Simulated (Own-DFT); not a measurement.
## Calculated data, GaP (zincblende, strained, atoms displaced), SiC (2H silicon carbide, atoms displaced), GaP (zincblende, atoms displaced)

Computed with Own-DFT development build. A calculation, not a measurement: plane-wave PBE density functional theory by an unreviewed code, no spin, of a simulated periodic cell, stress positive in tension, free energy of the whole cell less one offset for each atom, forces on such cells passed a denser k mesh, this cell's mesh not checked; offsets are fitted by least squares, one for each functional and potential file, so energies compare only between cells with the same atoms and settings and are not formation energies; the far tail of each file's local potential was reset to the Coulomb form; each entry is a single point on an unrelaxed cell, so the pressure reflects the starting lattice, mostly measured values (interpolated for alloys), from which strain is counted, and rises with the displacements; printed positions are rounded, which can move forces by about a meV/angstrom; the program, named Own-DFT, is a retired in-house code; no spin-orbit coupling.

Common to all runs: functional PBE; potential files PseudoDojo norm-conserving, scalar-relativistic, standard set; wave cutoff 42 hartree; occupations Fermi-Dirac; smearing width 0.1 eV.

(1) 
```cif
# cell vector a (Å): 10.8620 0.0000 0.0000
# cell vector b (Å): 0.0000 10.8620 0.0000
# cell vector c (Å): 0.0000 0.0000 10.9361
data_GaP
_symmetry_space_group_name_H-M 'P 1'
_symmetry_Int_Tables_number 1
_cell_length_a 10.8620
_cell_length_b 10.8620
_cell_length_c 10.9361
_cell_angle_alpha 90.000
_cell_angle_beta 90.000
_cell_angle_gamma 90.000
_cell_volume 1290.27
loop_
_atom_site_label
_atom_site_type_symbol
_atom_site_fract_x
_atom_site_fract_y
_atom_site_fract_z
_atom_site_occupancy
Ga1 Ga 0.00236 0.00003 0.00569 1
Ga2 Ga 0.00344 0.25228 0.24847 1
Ga3 Ga 0.24824 0.99510 0.24650 1
Ga4 Ga 0.25744 0.24898 0.00219 1
P1 P 0.12223 0.11819 0.11855 1
P2 P 0.13484 0.37505 0.37832 1
P3 P 0.36862 0.12580 0.37351 1
P4 P 0.37286 0.37492 0.12161 1
Ga5 Ga 0.00017 0.99471 0.49800 1
Ga6 Ga 0.99601 0.24605 0.74569 1
Ga7 Ga 0.25132 0.00829 0.74003 1
Ga8 Ga 0.25120 0.25435 0.49454 1
P5 P 0.13212 0.12860 0.63030 1
P6 P 0.12906 0.37585 0.87577 1
P7 P 0.37568 0.12883 0.87281 1
P8 P 0.37991 0.37905 0.62938 1
Ga9 Ga 0.99770 0.50308 0.00656 1
Ga10 Ga 0.99370 0.75020 0.24250 1
Ga11 Ga 0.25423 0.50788 0.24659 1
Ga12 Ga 0.24790 0.75093 0.99654 1
P9 P 0.12287 0.63006 0.12755 1
P10 P 0.12270 0.87749 0.37516 1
P11 P 0.37970 0.62226 0.38196 1
P12 P 0.37429 0.88080 0.11780 1
Ga13 Ga 0.00366 0.49475 0.49851 1
Ga14 Ga 0.00006 0.75128 0.75110 1
Ga15 Ga 0.25261 0.49333 0.75577 1
Ga16 Ga 0.25049 0.74629 0.49434 1
P13 P 0.12377 0.62761 0.62971 1
P14 P 0.12604 0.87547 0.88163 1
P15 P 0.37040 0.62124 0.87789 1
P16 P 0.37259 0.87349 0.62764 1
Ga17 Ga 0.49643 0.99828 0.99548 1
Ga18 Ga 0.50036 0.24468 0.24872 1
Ga19 Ga 0.74973 0.00280 0.25564 1
Ga20 Ga 0.74872 0.24775 0.00532 1
P17 P 0.61988 0.12455 0.11711 1
P18 P 0.62212 0.37372 0.36924 1
P19 P 0.88161 0.12976 0.37585 1
P20 P 0.86965 0.38112 0.12878 1
Ga21 Ga 0.50270 0.99865 0.49637 1
Ga22 Ga 0.49752 0.24324 0.75229 1
Ga23 Ga 0.74892 0.00015 0.74329 1
Ga24 Ga 0.75430 0.25989 0.49562 1
P21 P 0.62146 0.11902 0.62594 1
P22 P 0.62896 0.37596 0.88345 1
P23 P 0.87187 0.13182 0.87506 1
P24 P 0.87880 0.37841 0.62747 1
Ga25 Ga 0.50686 0.49582 0.99934 1
Ga26 Ga 0.49820 0.74817 0.25026 1
Ga27 Ga 0.74548 0.49508 0.25003 1
Ga28 Ga 0.74428 0.75458 0.99645 1
P25 P 0.61932 0.63274 0.12987 1
P26 P 0.61922 0.88208 0.38361 1
P27 P 0.86514 0.63317 0.37965 1
P28 P 0.86816 0.87329 0.12574 1
Ga29 Ga 0.49780 0.50140 0.49750 1
Ga30 Ga 0.50276 0.75587 0.75431 1
Ga31 Ga 0.75297 0.50118 0.74582 1
Ga32 Ga 0.75416 0.75437 0.50051 1
P29 P 0.62649 0.62170 0.62479 1
P30 P 0.61347 0.87492 0.87413 1
P31 P 0.87819 0.61514 0.88046 1
P32 P 0.87670 0.87407 0.62731 1
_calc_hardware 'one NVIDIA H100'
_calc_k_mesh '3 x 3 x 3 centred on Gamma'
_calc_free_energy_of_cell_above_offsets '-33.290'  # eV
_calc_pressure 3.6  # GPa
_calc_stress_xx -3.81  # GPa
_calc_stress_yy -3.75  # GPa
_calc_stress_zz -3.25  # GPa
_calc_stress_yz -0.46  # GPa
_calc_stress_xz 0.4  # GPa
_calc_stress_xy 0.99  # GPa
_calc_wall_time 499.9  # s
```

Force:
```tsv
element	x (eV/Å)	y (eV/Å)	z (eV/Å)
Ga	-1.313	-0.548	-1.071
Ga	0.258	0.131	-0.183
Ga	-0.116	0.475	0.117
Ga	-1.076	-0.129	-0.412
P	0.92	1.446	1.107
P	-1.002	0.743	-1.33
P	0.628	-0.481	-0.122
P	0.705	0.289	0.802
Ga	0.225	0.922	0.725
Ga	0.674	0.518	0.699
Ga	0.409	-1.193	1.583
Ga	0.705	-0.394	1.424
P	-1.347	0.351	-1.687
P	-1.033	-0.682	0.572
P	-0.436	-0.861	0.334
P	-0.176	-0.692	-0.555
Ga	0.863	-0.779	-0.085
Ga	-0.032	0.084	1.164
Ga	-0.097	-0.48	0.255
Ga	0.337	-0.276	0.398
P	0.332	-0.231	-0.165
P	0.205	-0.936	-0.634
P	-0.632	0.686	-1.292
P	-0.13	-1.075	0.88
Ga	-0.174	1.116	0.098
Ga	0.077	-0.239	0.778
Ga	-0.282	0.858	-0.589
Ga	-0.454	0.392	0.889
P	0.457	-0.657	-0.53
P	-0.27	0.635	-1.269
P	0.957	0.326	-0.066
P	0.272	0.042	-0.723
Ga	-0.08	0.696	-0.074
Ga	-0.57	0.211	-0.233
Ga	-0.301	0.154	-0.286
Ga	0.261	0.489	-0.202
P	0.403	-0.567	0.958
P	-0.273	-0.079	0.619
P	-0.424	-0.242	0.059
P	0.804	-0.928	-0.175
Ga	-1.711	0.846	1.096
Ga	0.947	1.044	-0.198
Ga	0.023	-0.027	0.994
Ga	-0.375	-0.72	0.574
P	0.415	1.218	-0.673
P	0.183	-0.505	-1.499
P	0.143	-1.154	0.127
P	-0.227	-0.363	-0.538
Ga	-0.863	0.91	0.443
Ga	-0.421	1.083	0.484
Ga	-0.152	1.501	0.296
Ga	0.145	-0.671	-0.016
P	0.815	-1.056	-0.732
P	1.192	-1.391	-1.541
P	1.337	-1.548	-1.081
P	0.024	0.718	-0.276
Ga	0.914	-0.742	0.772
Ga	-1.151	-1.611	-0.857
Ga	-0.309	-0.229	0.835
Ga	-1.179	0.253	0.699
P	-0.155	0.837	-0.047
P	1.93	0.691	0.118
P	-0.809	1.62	-0.739
P	0.004	0.203	-0.016
```

(2) 
```cif
# cell vector a (Å): 10.8620 0.0000 0.0000
# cell vector b (Å): 0.0000 10.8620 0.0000
# cell vector c (Å): 0.0000 0.0000 10.9439
data_GaP
_symmetry_space_group_name_H-M 'P 1'
_symmetry_Int_Tables_number 1
_cell_length_a 10.8620
_cell_length_b 10.8620
_cell_length_c 10.9439
_cell_angle_alpha 90.000
_cell_angle_beta 90.000
_cell_angle_gamma 90.000
_cell_volume 1291.19
loop_
_atom_site_label
_atom_site_type_symbol
_atom_site_fract_x
_atom_site_fract_y
_atom_site_fract_z
_atom_site_occupancy
Ga1 Ga 0.00310 0.99899 0.00084 1
Ga2 Ga 0.98944 0.25119 0.25268 1
Ga3 Ga 0.25922 0.00140 0.24965 1
Ga4 Ga 0.25249 0.25827 0.98872 1
P1 P 0.12547 0.12987 0.12768 1
P2 P 0.13359 0.37484 0.38400 1
P3 P 0.37226 0.12830 0.38048 1
P4 P 0.36972 0.37352 0.12921 1
Ga5 Ga 0.00165 0.00419 0.49172 1
Ga6 Ga 0.99767 0.26926 0.75115 1
Ga7 Ga 0.25168 0.00652 0.74452 1
Ga8 Ga 0.24832 0.24299 0.50019 1
P5 P 0.11493 0.12428 0.61665 1
P6 P 0.13215 0.36376 0.87741 1
P7 P 0.37089 0.13287 0.88143 1
P8 P 0.36958 0.37843 0.63118 1
Ga9 Ga 0.00303 0.49813 0.99884 1
Ga10 Ga 0.99756 0.75837 0.26205 1
Ga11 Ga 0.25798 0.50484 0.23754 1
Ga12 Ga 0.24625 0.76389 0.99952 1
P9 P 0.12795 0.63086 0.14050 1
P10 P 0.11134 0.87249 0.36960 1
P11 P 0.37217 0.62116 0.36933 1
P12 P 0.37381 0.87278 0.13198 1
Ga13 Ga 0.99976 0.51009 0.50239 1
Ga14 Ga 0.00530 0.76163 0.76286 1
Ga15 Ga 0.25446 0.49852 0.75573 1
Ga16 Ga 0.25045 0.74350 0.49602 1
P13 P 0.13254 0.63099 0.62361 1
P14 P 0.12774 0.87386 0.87781 1
P15 P 0.37997 0.62635 0.87529 1
P16 P 0.38172 0.86655 0.61414 1
Ga17 Ga 0.49797 0.00735 0.99577 1
Ga18 Ga 0.49684 0.24663 0.23775 1
Ga19 Ga 0.73812 0.00563 0.24297 1
Ga20 Ga 0.74340 0.25664 0.01071 1
P17 P 0.62332 0.11645 0.11457 1
P18 P 0.63821 0.37697 0.38226 1
P19 P 0.86608 0.12720 0.37912 1
P20 P 0.88239 0.37963 0.12372 1
Ga21 Ga 0.48647 0.00086 0.51114 1
Ga22 Ga 0.50301 0.24831 0.74491 1
Ga23 Ga 0.75555 0.99484 0.76175 1
Ga24 Ga 0.73945 0.24626 0.49354 1
P21 P 0.62855 0.11816 0.62447 1
P22 P 0.64194 0.38033 0.88478 1
P23 P 0.86881 0.12999 0.87836 1
P24 P 0.86816 0.37225 0.62986 1
Ga25 Ga 0.50477 0.50004 0.01183 1
Ga26 Ga 0.50698 0.74842 0.23759 1
Ga27 Ga 0.73287 0.51514 0.26054 1
Ga28 Ga 0.74570 0.75301 0.99224 1
P25 P 0.62209 0.62929 0.12172 1
P26 P 0.62334 0.88709 0.37066 1
P27 P 0.89631 0.62351 0.37787 1
P28 P 0.88690 0.86845 0.12538 1
Ga29 Ga 0.49043 0.48843 0.50114 1
Ga30 Ga 0.49466 0.73674 0.75041 1
Ga31 Ga 0.74623 0.48828 0.74946 1
Ga32 Ga 0.74553 0.73888 0.50479 1
P29 P 0.61871 0.61347 0.61529 1
P30 P 0.62873 0.87165 0.89087 1
P31 P 0.87469 0.62093 0.87433 1
P32 P 0.87418 0.86599 0.62310 1
_calc_hardware 'one NVIDIA H100'
_calc_k_mesh '3 x 3 x 3 centred on Gamma'
_calc_free_energy_of_cell_above_offsets '-29.166'  # eV
_calc_pressure 4.41  # GPa
_calc_stress_xx -4.43  # GPa
_calc_stress_yy -4.77  # GPa
_calc_stress_zz -4.04  # GPa
_calc_stress_yz 1.02  # GPa
_calc_stress_xz -0.92  # GPa
_calc_stress_xy 0.61  # GPa
_calc_wall_time 546  # s
```

Force:
```tsv
element	x (eV/Å)	y (eV/Å)	z (eV/Å)
Ga	-0.136	0.751	0.086
Ga	1.12	0.217	0.538
Ga	-1.444	0.174	0.379
Ga	0.188	-1.292	2.842
P	0.336	-0.074	-0.252
P	-0.97	0.572	-1.136
P	0.884	-0.329	-0.641
P	0.811	-0.156	-1.41
Ga	-1.162	-0.869	0.314
Ga	-0.137	-2.165	-0.011
Ga	-0.17	-0.565	-0.166
Ga	-0.204	0.816	0.618
P	0.584	0.563	1.475
P	-1.299	2.76	-1.118
P	0.969	-0.92	-1.659
P	0.316	-1.498	-0.36
Ga	0.604	0.662	0.314
Ga	-0.519	-1.452	-1.86
Ga	-1.06	-0.433	1.785
Ga	0.724	-1.759	0.988
P	-0.68	0.255	-2.053
P	3.255	1.754	1.57
P	1.245	0.291	0.059
P	0.539	0.648	-1.233
Ga	1.31	-2.024	1.34
Ga	-0.927	-1.593	-1.527
Ga	-0.752	0.701	-0.022
Ga	-0.222	0.726	-0.801
P	-0.783	-0.541	1.527
P	0.364	1.969	-0.458
P	-1.052	-0.649	1.6
P	-1.434	-0.45	1.947
Ga	-0.903	-1.388	0.117
Ga	0.766	-0.226	1.336
Ga	1.923	-0.831	0.477
Ga	1.551	-0.618	0.069
P	-0.293	1.712	0.65
P	-2.736	0.216	-1.337
P	0.233	-0.464	-1.064
P	-1.551	0.167	0.844
Ga	1.718	0.828	-1.579
Ga	0.349	0.439	0.674
Ga	-0.069	-0.282	-0.849
Ga	1.253	-0.575	1.693
P	-0.427	-0.036	0.564
P	-2.841	-0.486	-0.222
P	0.941	0.212	0.283
P	0.31	0.433	-1.725
Ga	-0.6	-0.622	-1.196
Ga	-0.778	0.797	2.09
Ga	2.36	-0.187	-0.516
Ga	2.356	-1.474	1.798
P	1.192	-0.124	-0.09
P	-0.476	-1.478	0.767
P	-3.552	0.594	-0.718
P	-1.882	0.658	-0.339
Ga	0.125	0.455	-0.868
Ga	1.49	1.164	-0.741
Ga	0.466	1.797	-0.428
Ga	0.571	0.769	-1.093
P	0.047	0.03	1.322
P	-2.104	1.205	-2.707
P	0.08	0.288	-0.385
P	0.179	0.935	0.5
```

(3) 
```cif
# cell vector a (Å): 6.1654 0.0000 0.0000
# cell vector b (Å): -3.0827 5.3394 0.0000
# cell vector c (Å): 0.0000 0.0000 10.0681
data_SiC
_symmetry_space_group_name_H-M 'P 1'
_symmetry_Int_Tables_number 1
_cell_length_a 6.1654
_cell_length_b 6.1654
_cell_length_c 10.0681
_cell_angle_alpha 90.000
_cell_angle_beta 90.000
_cell_angle_gamma 120.000
_cell_volume 331.44
loop_
_atom_site_label
_atom_site_type_symbol
_atom_site_fract_x
_atom_site_fract_y
_atom_site_fract_z
_atom_site_occupancy
Si1 Si 0.00318 0.00000 0.99683 1
Si2 Si 0.16766 0.33403 0.24848 1
C1 C 0.00568 0.00740 0.18356 1
C2 C 0.16097 0.33161 0.43883 1
Si3 Si 0.99498 0.99687 0.50311 1
Si4 Si 0.16211 0.33129 0.74808 1
C3 C 0.98813 0.98869 0.68548 1
C4 C 0.16457 0.32764 0.94035 1
Si5 Si 0.99660 0.49738 0.00340 1
Si6 Si 0.16808 0.83419 0.24847 1
C5 C 0.99222 0.49539 0.18738 1
C6 C 0.17038 0.83951 0.43634 1
Si7 Si 0.99532 0.49983 0.49650 1
Si8 Si 0.16005 0.82725 0.74977 1
C7 C 0.99049 0.49624 0.68765 1
C8 C 0.17187 0.83626 0.93763 1
Si9 Si 0.49963 0.99985 0.99932 1
Si10 Si 0.66184 0.33079 0.25092 1
C9 C 0.49798 0.99878 0.18929 1
C10 C 0.66084 0.33232 0.43673 1
Si11 Si 0.49526 0.99363 0.49571 1
Si12 Si 0.66504 0.33331 0.75201 1
C11 C 0.49529 0.99622 0.68828 1
C12 C 0.66549 0.33549 0.93620 1
Si13 Si 0.49862 0.50287 0.00051 1
Si14 Si 0.65817 0.82174 0.25033 1
C13 C 0.49309 0.49498 0.18727 1
C14 C 0.65610 0.82479 0.43669 1
Si15 Si 0.49353 0.50006 0.49766 1
Si16 Si 0.66019 0.82597 0.74747 1
C15 C 0.50757 0.50375 0.68377 1
C16 C 0.66925 0.83060 0.93944 1
_calc_hardware 'one NVIDIA H100'
_calc_k_mesh '5 x 5 x 3 centred on Gamma'
_calc_free_energy_of_cell_above_offsets '-5.148'  # eV
_calc_pressure 3.49  # GPa
_calc_stress_xx -2.41  # GPa
_calc_stress_yy -2.72  # GPa
_calc_stress_zz -5.33  # GPa
_calc_stress_yz -0.13  # GPa
_calc_stress_xz 0.03  # GPa
_calc_stress_xy -0.5  # GPa
_calc_wall_time 131.1  # s
```

Force:
```tsv
element	x (eV/Å)	y (eV/Å)	z (eV/Å)
Si	-0.114	-0.345	0.529
Si	-0.831	-0.493	0.34
C	-0.438	-1.266	0.873
C	-0.064	-0.204	-0.289
Si	-0.065	-0.044	-1.26
Si	0.349	-0.048	0.092
C	0.533	1.013	0.891
C	-0.331	0.931	-0.921
Si	0.144	0.209	-1.026
Si	-0.739	-0.003	-0.158
C	0.355	0.509	0.594
C	-0.85	-0.912	0.011
Si	-0.122	0.167	0.478
Si	0.292	0.286	-0.115
C	0.841	0.037	-0.31
C	-0.335	-0.826	-0.03
Si	0.439	0.196	0.11
Si	0.08	-0.128	-0.222
C	0.377	-0.227	-0.434
C	0.159	-0.068	0.084
Si	0.017	0.888	1.037
Si	-0.219	-0.557	-0.776
C	-0.088	0.077	-0.357
C	0.069	-0.127	0.822
Si	0.243	-0.601	-0.268
Si	0.572	1.481	-0.571
C	0.544	0.253	0.003
C	0.754	0.724	-0.092
Si	0.451	-0.688	0.317
Si	-0.311	0.605	0.679
C	-1.179	-1.173	0.581
C	-0.532	0.333	-0.612
```

(4) 
```cif
# cell vector a (Å): 10.9010 0.0000 0.0000
# cell vector b (Å): 0.0000 10.9010 0.0000
# cell vector c (Å): 0.0000 0.0000 10.9010
data_GaP
_symmetry_space_group_name_H-M 'P 1'
_symmetry_Int_Tables_number 1
_cell_length_a 10.9010
_cell_length_b 10.9010
_cell_length_c 10.9010
_cell_angle_alpha 90.000
_cell_angle_beta 90.000
_cell_angle_gamma 90.000
_cell_volume 1295.39
loop_
_atom_site_label
_atom_site_type_symbol
_atom_site_fract_x
_atom_site_fract_y
_atom_site_fract_z
_atom_site_occupancy
Ga1 Ga 0.98767 0.98374 0.00426 1
Ga2 Ga 0.99283 0.27309 0.24902 1
Ga3 Ga 0.25602 0.99890 0.25592 1
Ga4 Ga 0.25154 0.25189 0.99649 1
P1 P 0.13569 0.14659 0.12541 1
P2 P 0.12346 0.37033 0.37928 1
P3 P 0.37974 0.13200 0.38229 1
P4 P 0.37734 0.36500 0.11967 1
Ga5 Ga 0.99747 0.99419 0.49854 1
Ga6 Ga 0.99092 0.26026 0.75705 1
Ga7 Ga 0.25972 0.99679 0.75927 1
Ga8 Ga 0.25743 0.24364 0.47800 1
P5 P 0.12117 0.10472 0.61031 1
P6 P 0.13074 0.39561 0.87095 1
P7 P 0.37170 0.14294 0.88351 1
P8 P 0.36453 0.37859 0.62615 1
Ga9 Ga 0.98127 0.48564 0.01127 1
Ga10 Ga 0.99677 0.76324 0.23789 1
Ga11 Ga 0.25846 0.49297 0.24899 1
Ga12 Ga 0.23800 0.76361 0.98962 1
P9 P 0.12752 0.63020 0.13571 1
P10 P 0.12393 0.88935 0.37045 1
P11 P 0.39052 0.62267 0.38703 1
P12 P 0.35612 0.88485 0.11354 1
Ga13 Ga 0.99756 0.51532 0.49891 1
Ga14 Ga 0.98918 0.75458 0.75515 1
Ga15 Ga 0.23853 0.51916 0.74434 1
Ga16 Ga 0.24389 0.75294 0.50635 1
P13 P 0.15186 0.61382 0.62372 1
P14 P 0.13036 0.86039 0.85685 1
P15 P 0.37470 0.61780 0.86859 1
P16 P 0.36338 0.87010 0.61804 1
Ga17 Ga 0.50831 0.00572 0.99441 1
Ga18 Ga 0.50367 0.24866 0.23733 1
Ga19 Ga 0.75154 0.99540 0.25061 1
Ga20 Ga 0.75466 0.25256 0.99573 1
P17 P 0.62894 0.11390 0.12117 1
P18 P 0.62405 0.35445 0.37191 1
P19 P 0.88951 0.12206 0.37276 1
P20 P 0.85716 0.36198 0.10531 1
Ga21 Ga 0.51038 0.99245 0.51261 1
Ga22 Ga 0.46880 0.25393 0.73918 1
Ga23 Ga 0.76152 0.99594 0.76406 1
Ga24 Ga 0.74014 0.25954 0.50677 1
P21 P 0.61038 0.11751 0.63918 1
P22 P 0.63236 0.37002 0.90158 1
P23 P 0.87310 0.12526 0.87236 1
P24 P 0.88607 0.37497 0.63801 1
Ga25 Ga 0.50470 0.49991 0.99790 1
Ga26 Ga 0.51589 0.74663 0.26633 1
Ga27 Ga 0.73855 0.47818 0.26094 1
Ga28 Ga 0.74791 0.76505 0.00139 1
P25 P 0.63006 0.62241 0.11497 1
P26 P 0.62396 0.88551 0.38793 1
P27 P 0.88860 0.63111 0.36527 1
P28 P 0.87458 0.87866 0.11947 1
Ga29 Ga 0.50848 0.49994 0.49192 1
Ga30 Ga 0.49791 0.75515 0.74703 1
Ga31 Ga 0.75216 0.52323 0.72660 1
Ga32 Ga 0.75602 0.75679 0.50673 1
P29 P 0.62847 0.62209 0.62843 1
P30 P 0.62443 0.87242 0.86587 1
P31 P 0.87215 0.62052 0.87871 1
P32 P 0.88112 0.88723 0.63553 1
_calc_k_mesh '3 x 3 x 3 centred on Gamma'
_calc_free_energy_of_cell_above_offsets '-22.033'  # eV
_calc_pressure 5.71  # GPa
_calc_stress_xx -5.7  # GPa
_calc_stress_yy -5.37  # GPa
_calc_stress_zz -6.05  # GPa
_calc_stress_yz 1.26  # GPa
_calc_stress_xz -1.82  # GPa
_calc_stress_xy 0.51  # GPa
```

Force:
```tsv
element	x (eV/Å)	y (eV/Å)	z (eV/Å)
Ga	3.304	3.02	-2.229
Ga	0.407	-1.522	-0.685
Ga	0.051	1.879	-0.605
Ga	-1.375	1.592	-0.107
P	-1.959	-1.993	0.893
P	-0.102	1.73	-0.241
P	2.628	-2.594	-2.089
P	0.26	1.686	0.172
Ga	-0.3	0.03	-0.464
Ga	2.809	-1.825	0.657
Ga	-0.61	1.071	-0.804
Ga	-2.259	1.143	3.059
P	1.671	2.55	2.16
P	-1.195	-1.69	1.089
P	0.969	-2.69	-1.247
P	-0.499	1.114	-1.857
Ga	2.386	2.047	-1.083
Ga	1.433	-0.535	0.925
Ga	-0.178	0.337	0.612
Ga	1.237	-2.55	1.451
P	-0.248	-0.695	-1.271
P	-0.299	-2.159	0.252
P	-1.942	0.945	-1.459
P	2.314	-0.507	0.469
Ga	1.304	-1.303	0.699
Ga	0.504	-1.735	-0.508
Ga	4.254	-4.326	4.375
Ga	-0.132	-0.326	-2.097
P	-6.381	4.463	-4.754
P	-1.458	2.255	0.577
P	0.458	1.261	0.855
P	2.003	1.128	1.259
Ga	-1.465	-0.586	-0.23
Ga	-0.499	-1.408	0.22
Ga	0.237	0.917	0.73
Ga	-1.714	-4.515	-1.211
P	0.678	0.963	0.464
P	-1.147	1.155	0.499
P	-1.863	0.87	-0.205
P	1.935	2.147	5.094
Ga	-2.22	1.048	0.076
Ga	2.488	-0.472	1.248
Ga	-1.721	0.677	-1.072
Ga	1.7	-2.142	1.318
P	1.587	1.216	0.433
P	-1.753	1.379	-4.169
P	0.995	0.16	1.239
P	-2.394	2.029	-2.746
Ga	-0.899	-0.078	0.196
Ga	-0.675	-0.018	-1.54
Ga	1.416	2.052	-1.787
Ga	-0.159	-1.763	-0.721
P	0.051	0.618	1.929
P	1.499	-1.355	-1.362
P	-2.062	-0.106	0.367
P	-1.879	-1	1.675
Ga	0.268	-1.447	1.523
Ga	-0.801	-1	-0.309
Ga	2.7	-3.407	3.743
Ga	0.258	-0.321	-0.187
P	-2.647	2.451	-2.762
P	-0.098	0.542	0.836
P	-0.232	0.921	-0.103
P	-0.639	-1.327	-1.188
```
